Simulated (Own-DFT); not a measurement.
## Calculated data, Hf32O63 (monoclinic hafnia with one vacancy, atoms displaced)

A calculation, not a measurement: plane-wave density functional theory by an unreviewed code, no spin, of a simulated periodic cell, stress positive in tension, run twice, with PBE and with PBEsol, both on files made for PBE, so the change isn't that of files made for PBEsol, defect cell not probed for a lower state with spin; hafnium file: forces about 75 meV/angstrom off all-electron values; oxygen file: force components 24 meV/angstrom off all-electron in one glass; forces on such cells passed a denser k mesh, this cell's mesh not checked; the far tail of each file's local potential was reset to the Coulomb form; each entry is a single point on an unrelaxed cell, so the pressure reflects the starting lattice, mostly measured values (interpolated for alloys), from which strain is counted, and rises with the displacements; printed positions are rounded, which can move forces by about a meV/angstrom; the program, named Own-DFT, is a retired in-house code; no spin-orbit coupling; stress was not checked against mesh or cutoff. Program: Own-DFT development build.

Settings shared by all entries: functional PBE, then PBEsol; potential files PseudoDojo norm-conserving, scalar-relativistic, standard set; wave cutoff 72 hartree; occupations Fermi-Dirac; smearing width 0.1 eV; k mesh 2 x 2 x 2 centred on Gamma.

(1) 
```xyz
95
Lattice="10.2340 0.0000 0.0000 0.0000 10.3500 0.0000 -1.6955 0.0000 10.4453" Properties=species:S:1:pos:R:3:PBE_force_x:R:1:PBE_force_y:R:1:PBE_force_z:R:1:PBEsol_force_x:R:1:PBEsol_force_y:R:1:PBEsol_force_z:R:1 formula=Hf32O63 PBE_pressure=9.4 PBE_stress_xx=-9.7 PBE_stress_yy=-9.76 PBE_stress_zz=-8.74 PBE_stress_yz=-0.04 PBE_stress_xz=-0.67 PBE_stress_xy=-0.18 PBEsol_pressure=3 PBEsol_stress_xx=-3.32 PBEsol_stress_yy=-3.38 PBEsol_stress_zz=-2.3 PBEsol_stress_yz=-0.03 PBEsol_stress_xz=-0.34 PBEsol_stress_xy=-0.18 rms_change_of_force_components_from_PBE_to_PBEsol=0.066
Hf     1.2095     0.0745     1.0678      1.806       3.58     -0.863      1.825      3.575     -0.842
Hf     3.4972     2.8097     1.4684       -0.6     -0.034     -0.542      -0.49     -0.037     -0.561
Hf     2.9350     4.9838     4.0981      0.607      0.868      1.703      0.639      0.843      1.728
Hf     0.8373     2.2604     3.7301      1.873      2.348     -0.963      1.788      2.135      -0.87
O      0.1761     1.6184     1.8336     -1.968      0.749      0.651       -1.9      0.719      0.691
O      4.6793     4.2215     0.7585      0.187      0.218      1.425      0.114      0.202      1.345
O      3.9447     3.5980     3.3602        2.5     -2.551     -0.405      2.384     -2.461     -0.444
O     -0.1606     0.9092     4.5086     -4.074     -2.093     -1.352     -3.904     -2.029     -1.273
O      2.7691     1.2524     0.1513      0.451     -0.405     -0.214      0.373     -0.399     -0.189
O      2.4684     1.2010     2.6592     -0.854      0.251      1.545     -0.901      0.224      1.526
O      1.4493     3.7944     5.1355     -0.628      0.202     -1.515     -0.566      0.216     -1.464
Hf     0.4401     0.2155     6.3476     -0.732     -1.016      0.864     -0.685     -0.949      0.797
Hf     2.6036     2.7650     6.7695     -1.408      1.371      0.799     -1.376      1.385      0.793
Hf     2.3421     5.0122     9.3890     -5.193     -2.813     -0.898     -5.044     -2.801     -0.846
Hf    -0.0412     2.4261     8.8314       2.73     -0.941      1.888      2.657     -0.943      1.812
O     -0.8317     1.6666     7.0809      0.038      0.362     -0.951      0.027      0.398     -0.883
O      3.6839     4.2493     6.1197      1.894      2.267     -1.241      1.837      2.197     -1.228
O      3.3874     3.4738     8.6796      0.702     -0.806     -0.468      0.695     -0.775     -0.489
O     -1.1238     0.8963     9.6504     -2.186     -2.035      0.022     -2.136     -2.017      0.048
O      1.0292     3.8711     7.6761     -0.546     -0.061     -0.125     -0.492     -0.106     -0.133
O      1.8562     1.3133     5.4323      2.436      0.432     -1.334      2.305      0.417     -1.302
O      1.6371     1.1831     7.9647     -1.115      -0.04     -0.101     -1.142      -0.05     -0.117
O      0.5714     3.7255    10.3368     -0.309      1.472      1.272     -0.264      1.441      1.272
Hf     1.3660     5.2511     1.2286     -0.507       1.02     -2.526     -0.464      1.202     -2.608
Hf     3.4177     7.9972     1.6077      -0.14     -1.549     -1.401     -0.118     -1.479     -1.356
Hf     2.9548    10.1483     4.1185      0.374       1.05      0.281      0.365       0.98      0.283
Hf     0.6798     7.5699     3.5910      4.387     -1.072      2.437      4.268     -1.116      2.339
O      0.1293     6.9406     1.7584      0.814      -1.68     -0.878      0.791     -1.607     -0.771
O      4.5553     9.3443     0.7840      1.427      1.485     -0.103      1.365      1.472     -0.133
O      4.2126     8.7563     3.4172      0.442     -0.754       0.35      0.399     -0.752      0.299
O     -0.3556     6.0628     4.3262     -1.444     -1.223      0.392     -1.396      -1.21      0.437
O      1.8318     9.1492     2.4914      0.233     -1.425      0.917      0.286     -1.393      0.876
O      2.8149     6.4409     0.2079     -0.378      0.498      0.119     -0.432      0.467      0.162
O      2.3896     6.4257     2.7190     -0.347     -0.403      0.014     -0.403     -0.435     -0.005
O      1.4352     9.0333     5.2053      0.254     -0.082     -1.284      0.324     -0.039     -1.239
Hf     0.3281     5.3115     6.1268      3.754      1.764      3.454      3.677      1.734      3.334
Hf     2.7122     7.9755     6.7156      -2.65      -2.62      0.747     -2.614     -2.506      0.761
Hf     2.1670    10.0209     9.2838       0.21      2.624      1.802      0.179      2.521      1.777
Hf    -0.1221     7.6509     8.8827      2.797     -3.353      0.718      2.734     -3.333      0.649
O     -0.7821     6.8630     7.1655      -1.73      0.611     -1.822      -1.69       0.65     -1.697
O      3.7194     9.4886     6.0131      0.921      0.325      0.015      0.895      0.333     -0.025
O      3.3724     8.5956     8.6690      1.131     -1.011     -0.896       1.08      -0.99     -0.922
O     -1.1610     6.0567     9.5747     -1.276     -0.293      0.654     -1.271     -0.292      0.645
O      1.0337     9.0433     7.7438      0.064     -0.033     -0.294      0.127     -0.026     -0.264
O      1.8805     6.5673     5.2534      0.565      0.097      0.578      0.488      0.078      0.553
O      1.5858     6.3610     7.9271       -0.3      1.299     -0.125      -0.33      1.278     -0.108
O      0.6043     9.0071    10.2892     -0.925     -0.398      0.586     -0.846     -0.362      0.565
Hf     6.2102     0.2804     1.0742       0.62     -0.925     -1.702       0.59     -0.852     -1.722
Hf     8.5963     2.7896     1.6667      0.286     -0.957     -2.978      0.263     -0.875     -2.911
Hf     8.1164     4.9391     4.2031     -0.182      1.749     -0.734     -0.178      1.643     -0.686
Hf     6.0822     2.3806     3.7398     -3.661     -0.272      0.624     -3.528     -0.364      0.584
O      5.1315     1.6671     1.8920      0.043       0.73      0.957      0.062      0.728      0.955
O      9.6062     4.2095     0.8041      1.562      1.846     -0.185      1.486      1.791     -0.211
O      9.1903     3.4606     3.5038      1.596      -1.59      0.079      1.522     -1.544      0.027
O      4.7382     0.9574     4.4503     -0.561     -0.398      -0.21     -0.517     -0.424     -0.156
O      6.9262     3.8677     2.4539      0.323      0.507      1.047      0.387      0.493       1.03
O      8.0239     1.4863     0.1136     -0.453     -1.266       0.36     -0.512     -1.202       0.36
O      7.4149     1.2119     2.7047      0.967      0.316      0.693      0.869      0.321      0.699
O      6.5992     4.0100     5.1720     -0.018     -2.632     -0.629      0.055     -2.542     -0.614
Hf     5.3825     0.1821     6.3207      0.935      2.363     -0.195      0.921      2.365     -0.261
Hf     7.7714     2.7877     6.7961     -0.228     -0.853      -0.52     -0.199     -0.833     -0.469
Hf     7.3443     5.0447     9.3005      1.316     -1.499       1.58      1.284     -1.475      1.558
Hf     5.2489     2.5210     8.9320     -3.223     -2.624     -0.076     -3.155     -2.543     -0.043
O      4.2187     1.7820     6.9854      3.821     -2.531      0.695      3.713     -2.465      0.698
O      8.9508     4.3029     5.9962     -1.781     -0.915     -0.001     -1.733     -0.864     -0.067
O      8.5950     3.5180     8.5875      -2.74      1.297     -0.165     -2.676       1.23     -0.213
O      3.8852     0.9163     9.7040       0.38      -0.02      -0.25      0.381     -0.066     -0.157
O      6.0779     4.0750     7.7038      2.148     -3.217      1.947      2.136     -3.137      1.915
O      6.9415     1.3572     5.4056      1.285      1.009     -1.091       1.18      0.993     -1.076
O      6.8443     1.2355     7.9212     -1.505      0.386      0.516     -1.487      0.392      0.505
O      5.6351     3.8216    10.2704      1.272      2.899      1.502      1.287      2.815      1.429
Hf     6.6062     5.5526     1.3113     -5.278     -3.611     -5.026     -5.141     -3.503     -4.915
Hf     8.6992     7.9945     1.4502     -7.579     -7.588      3.234     -7.447     -7.448      3.237
Hf     8.0989    10.0713     3.9944      1.829      0.903       3.91      1.712      0.799      3.833
Hf     5.9355     7.5870     3.7059     -0.766     -0.149       0.41     -0.765     -0.207      0.383
O      5.1297     6.9044     1.8653      1.858     -0.457      0.042       1.84     -0.422      0.105
O      9.6058     9.2793     0.9341      7.964      10.61     -5.227      7.833      10.42     -5.165
O      9.3672     8.5453     3.3559      -2.45       2.79      0.986     -2.395      2.704       0.88
O      4.9223     5.9869     4.3285     -1.846     -0.067      0.262     -1.768     -0.037      0.292
O      7.1636     9.0861     2.6066       -1.9     -1.017      -1.85     -1.773     -0.993     -1.755
O      8.0198     6.5977     0.0093      -0.28     -0.783      0.263     -0.335     -0.777       0.26
O      7.6804     6.3953     2.5843      0.465      0.709      3.378      0.381      0.679      3.281
O      6.6148     9.1287     5.1227     -0.732     -1.019     -0.162     -0.652     -0.978     -0.179
Hf     5.5140     5.3542     6.3910       -2.2      0.452     -4.277     -2.117      0.485     -4.183
Hf     7.6806     8.0002     6.8849       0.94     -0.065     -4.799      0.893     -0.003     -4.637
Hf     7.3816    10.0694     9.3268     -5.193      7.651      3.055     -5.105      7.472      2.977
Hf     5.1185     7.4617     8.9825     -2.668      1.609      0.045     -2.581      1.527      0.001
O      4.4148     6.8014     7.0558      -2.07      2.255      0.419     -1.997      2.211      0.467
O      8.8811     9.6253     5.9892     -0.784     -1.897      0.424     -0.763     -1.823      0.366
O      8.3311     8.7632     8.6306      5.141     -5.255      -1.09      5.022     -5.171     -1.129
O      3.8474     5.9089     9.7491      6.342      5.104      0.327      6.203       4.97      0.344
O      6.1776     9.0928     7.7076     -1.262     -0.227      0.701     -1.137     -0.239       0.68
O      7.0153     6.5335     5.2419      1.592      1.137      1.549      1.474      1.083        1.5
O      6.5452     6.4095     7.9128      2.261      0.961      0.593      2.138       0.94      0.597
O      5.6077     9.1455    10.4009      1.131     -1.657     -1.368      1.168      -1.63      -1.34
```

Units: PBE_pressure, PBE_stress_xx, PBE_stress_yy, PBE_stress_zz, PBE_stress_yz, PBE_stress_xz, PBE_stress_xy, PBEsol_pressure, PBEsol_stress_xx, PBEsol_stress_yy, PBEsol_stress_zz, PBEsol_stress_yz, PBEsol_stress_xz, PBEsol_stress_xy in GPa; rms_change_of_force_components_from_PBE_to_PBEsol, PBE_force_x, PBE_force_y, PBE_force_z, PBEsol_force_x, PBEsol_force_y, PBEsol_force_z in eV/Å.

(2) 
```xyz
95
Lattice="10.2340 0.0000 0.0000 0.0000 10.3500 0.0000 -1.6955 0.0000 10.4453" Properties=species:S:1:pos:R:3:PBE_force_x:R:1:PBE_force_y:R:1:PBE_force_z:R:1:PBEsol_force_x:R:1:PBEsol_force_y:R:1:PBEsol_force_z:R:1 formula=Hf32O63 PBE_pressure=9.16 PBE_stress_xx=-8.92 PBE_stress_yy=-9.7 PBE_stress_zz=-8.84 PBE_stress_yz=-0.39 PBE_stress_xz=-0.08 PBE_stress_xy=1.45 PBEsol_pressure=2.75 PBEsol_stress_xx=-2.51 PBEsol_stress_yy=-3.34 PBEsol_stress_zz=-2.41 PBEsol_stress_yz=-0.43 PBEsol_stress_xz=0.26 PBEsol_stress_xy=1.44 rms_change_of_force_components_from_PBE_to_PBEsol=0.064
Hf     1.1324     0.2668     1.1619      2.324     -2.858     -0.304      2.167     -2.795     -0.263
Hf     3.4787     2.7648     1.5679       0.79      0.889     -1.574      0.776      1.027     -1.415
Hf     3.0267     4.9526     4.0079      0.727     -0.364      3.144      0.715     -0.411      3.064
Hf     0.9821     2.3204     3.6470     -3.097      0.896       4.93      -2.98       0.78      4.775
O      0.2218     1.7991     1.8783     -2.576      0.715     -1.363     -2.487      0.677     -1.275
O      4.6680     4.2657     0.8572     -0.313      0.745     -0.895     -0.301      0.734     -0.892
O      4.2935     3.4920     3.5319     -1.599     -0.445     -0.765      -1.57     -0.438     -0.796
O     -0.3707     0.8797     4.4048      0.358      0.535     -0.508       0.37      0.517     -0.443
O      1.9520     3.8995     2.4036     -0.662      1.236      1.607     -0.561      1.188      1.571
O      2.4521     1.4537     2.7793      1.879     -2.823     -1.117      1.747      -2.69     -1.101
O      1.4897     3.8446     5.2809      0.098     -0.358     -3.119      0.171     -0.344     -3.013
Hf     0.3319     0.3504     6.4532      0.802     -3.748      -4.08       0.77     -3.633     -4.054
Hf     2.6053     2.8035     6.8143     -1.006     -0.419      -2.47     -0.987     -0.287     -2.378
Hf     2.2085     4.9579     9.2238     -0.378      1.077      2.737     -0.368      0.996       2.66
Hf    -0.0374     2.3398     9.0676      2.048      2.711     -0.932       1.89      2.696     -0.989
O     -0.8418     1.7967     6.8916      2.855     -0.552      2.237      2.783     -0.562      2.234
O      3.7049     4.2418     6.1967      2.808      2.538     -1.327      2.727      2.448       -1.3
O      3.3324     3.5447     8.5787      1.405     -1.077      0.996      1.334     -1.051      0.898
O     -1.1896     0.9903     9.7033     -1.087       -1.9      0.301     -1.037      -1.86      0.323
O      1.0772     4.0231     7.6008     -0.102     -0.859      2.845     -0.011     -0.815      2.754
O      1.9393     1.1728     5.2591      0.696      1.487      1.209      0.601      1.443       1.16
O      1.5697     1.2792     7.9408     -0.731      0.453      1.654     -0.778      0.445      1.616
O      0.6539     3.8400    10.4405       0.27     -0.998      -1.72      0.312     -0.995      -1.68
Hf     1.2200     5.4970     1.1133      1.143     -1.831     -1.092      1.157     -1.719     -1.094
Hf     3.5742     7.9726     1.5842     -2.867      1.756     -2.541     -2.788      1.768     -2.456
Hf     3.1026     9.9570     4.2084     -1.275       1.54     -1.652      -1.26      1.459     -1.554
Hf     0.7389     7.4614     3.7449      1.636      3.747      0.525      1.617      3.605      0.512
O      0.1376     6.9354     1.8470     -1.607      0.441      0.075     -1.546      0.434      0.131
O      4.6895     9.4777     0.7266      0.316      0.252      0.806      0.294      0.263      0.748
O      4.3631     8.5508     3.2877     -0.032       0.73      1.983     -0.044      0.675      1.878
O     -0.2349     6.0406     4.5833     -2.432     -0.549     -2.091     -2.357     -0.532     -1.993
O      1.9603     9.1627     2.5473     -0.101      0.119     -0.663     -0.029      0.122     -0.642
O      2.7472     6.5822     0.1930      0.875     -1.403     -0.249       0.76     -1.363     -0.236
O      2.3572     6.4156     2.7359      0.332      0.084      0.442      0.258      0.057       0.43
O      1.5352     9.0053     5.0577     -0.733     -1.283      0.567     -0.618     -1.275      0.534
Hf     0.3751     5.4833     6.3981     -0.186     -2.236     -0.522     -0.162     -2.155     -0.553
Hf     2.6381     7.9078     6.7359      0.048      2.048      0.869      0.039      2.045      0.881
Hf     2.2182    10.2214     9.4070      0.656     -3.211     -0.422      0.714     -3.292     -0.441
Hf    -0.0560     7.4481     8.9241      1.381      4.651      1.021      1.401      4.499      0.979
O     -0.7516     7.0780     6.9988      1.966     -2.243        0.1      1.919     -2.191      0.152
O      3.8464     9.3741     5.9243       -0.9     -1.228      1.168     -0.878     -1.174       1.08
O      3.3954     8.5275     8.5964     -1.127      2.186      0.734     -1.096      2.084      0.661
O     -1.0474     5.9958     9.6218     -3.084     -1.663      0.297     -2.958     -1.611      0.361
O      1.0639     9.0459     7.7564      0.225      1.544      -0.33      0.279      1.497     -0.324
O      1.9196     6.5702     5.3534      1.056     -1.355     -0.248      0.936     -1.313      -0.23
O      1.5122     6.5379     7.9840      0.443     -1.635     -0.056      0.362     -1.593     -0.061
O      0.6228     8.9254    10.3516       0.07      1.783     -0.161      0.142      1.716      -0.17
Hf     6.3946     0.2661     1.2271      0.762     -1.225     -3.517      0.739     -1.143     -3.477
Hf     8.5778     2.7839     1.5877      -1.51      0.885      0.336     -1.498      0.931      0.348
Hf     8.2158     5.0135     4.1659     -1.081     -3.354      1.995      -1.04     -3.375       1.98
Hf     5.8692     2.3028     3.7796      2.066      1.206      1.487      2.045      1.195      1.431
O      5.2781     1.7463     1.7091     -1.008      0.305      1.619     -0.964      0.292      1.635
O      9.5858     4.4031     0.8197      1.257     -0.274      0.939      1.202     -0.282      0.841
O      9.1442     3.4952     3.4873      2.676     -1.079     -1.303      2.548     -1.022     -1.333
O      4.7556     0.7892     4.5005     -0.882       0.56      -1.78     -0.845       0.51     -1.677
O      6.8393     3.7518     2.6931      1.239      1.888     -2.316      1.255       1.81     -2.246
O      7.9946     1.3518     0.0905      0.459      0.002       0.91      0.375      0.011      0.917
O      7.6109     1.1857     2.8521      -1.29      1.176     -2.613      -1.32      1.135     -2.543
O      6.6400     3.7143     5.2177     -0.679      1.218      0.553     -0.618      1.191      0.534
Hf     5.4499     0.1177     6.2939      1.903      0.633      0.733      1.909       0.62      0.662
Hf     7.7500     2.6506     6.9597     -0.258      4.788     -5.608     -0.284      4.688     -5.471
Hf     7.1733     4.8592     9.4360      1.195       1.27     -0.006      1.143       1.17      0.025
Hf     5.1090     2.3428     8.7420      0.057      0.266      4.665      0.051      0.211      4.515
O      4.4006     1.7100     7.1194     -1.742     -0.512     -2.025     -1.679     -0.463     -1.901
O      8.8691     4.3279     6.0418      0.759      1.434      0.842      0.758      1.444      0.754
O      8.6588     3.5378     8.7238      -1.72      0.092      0.218     -1.694      0.036      0.191
O      4.0266     0.9475     9.6958     -1.574      -0.82     -0.242      -1.53     -0.815     -0.196
O      6.2245     3.8809     7.7994     -0.536      0.791      0.769     -0.483      0.769      0.768
O      7.0298     1.2560     5.4284      0.237      0.314     -1.052      0.162       0.29     -1.031
O      6.7751     1.3039     7.8180     -1.872     -2.984      3.796     -1.876     -2.875      3.695
O      5.6306     3.8422    10.4324      0.483     -0.055     -0.833      0.569      -0.02      -0.82
Hf     6.2827     5.4356     1.1413      1.206     -3.325     -1.099      1.186     -3.206     -1.115
Hf     8.6061     8.0210     1.5414     -1.239     -0.987     -0.864     -1.227     -0.907     -0.832
Hf     8.0327    10.1163     4.0964      1.831       0.08      4.601      1.781      0.047      4.512
Hf     6.0510     7.3983     3.6109     -1.455      2.096      2.344     -1.433      2.013      2.248
O      5.1704     6.8523     1.7956      0.556     -0.174      0.324      0.566     -0.155      0.373
O      9.7708     9.3203     0.7555      1.792      2.368     -0.567      1.731      2.329     -0.573
O      9.2124     8.6546     3.4953      1.467     -1.979      -1.12       1.41     -1.938     -1.148
O      4.9303     5.9063     4.3503      -1.22       -0.2      0.521     -1.172     -0.189      0.529
O      6.9666     8.9742     2.4817      0.076      0.872     -0.313      0.137      0.849       -0.3
O      7.7592     6.5569     0.1260      2.219     -0.908      0.778      2.087     -0.891      0.753
O      7.6025     6.3410     2.7122     -0.391       0.44     -0.357     -0.477      0.455      -0.33
O      6.4731     9.1143     5.1890       1.69     -2.363     -2.661      1.702      -2.27     -2.591
Hf     5.5832     5.3428     6.4292     -1.631     -0.413     -2.177     -1.562     -0.356     -2.123
Hf     7.7859     7.7893     6.6440     -1.435      7.044      2.276     -1.406      6.927      2.264
Hf     7.4204    10.0911     9.2156     -3.639       0.72       1.63     -3.564      0.641      1.627
Hf     5.1047     7.5036     8.9586       1.11      3.831     -1.268       1.07      3.706     -1.265
O      4.4470     6.9605     7.0770     -0.487     -1.946     -1.966     -0.465     -1.881     -1.847
O      9.0213     9.5002     6.0112     -1.549      -0.91      0.212     -1.504      -0.86      0.177
O      8.3879     8.7019     8.5018       2.26     -2.083      0.666      2.181     -2.035      0.629
O      3.9230     6.1985     9.6035     -3.181     -3.923      1.358     -3.081     -3.838      1.355
O      6.0369     9.0884     7.5954      1.366     -0.419      2.092       1.37     -0.404      2.014
O      7.0748     6.6245     5.3850     -0.883     -3.406     -2.988     -0.916     -3.332     -2.912
O      6.6630     6.4155     7.9373      1.061     -1.023      0.613      0.952         -1      0.562
O      5.8170     8.9933    10.2906      0.221      0.958      0.354      0.285      0.904      0.346
```

Units: PBE_pressure, PBE_stress_xx, PBE_stress_yy, PBE_stress_zz, PBE_stress_yz, PBE_stress_xz, PBE_stress_xy, PBEsol_pressure, PBEsol_stress_xx, PBEsol_stress_yy, PBEsol_stress_zz, PBEsol_stress_yz, PBEsol_stress_xz, PBEsol_stress_xy in GPa; rms_change_of_force_components_from_PBE_to_PBEsol, PBE_force_x, PBE_force_y, PBE_force_z, PBEsol_force_x, PBEsol_force_y, PBEsol_force_z in eV/Å.
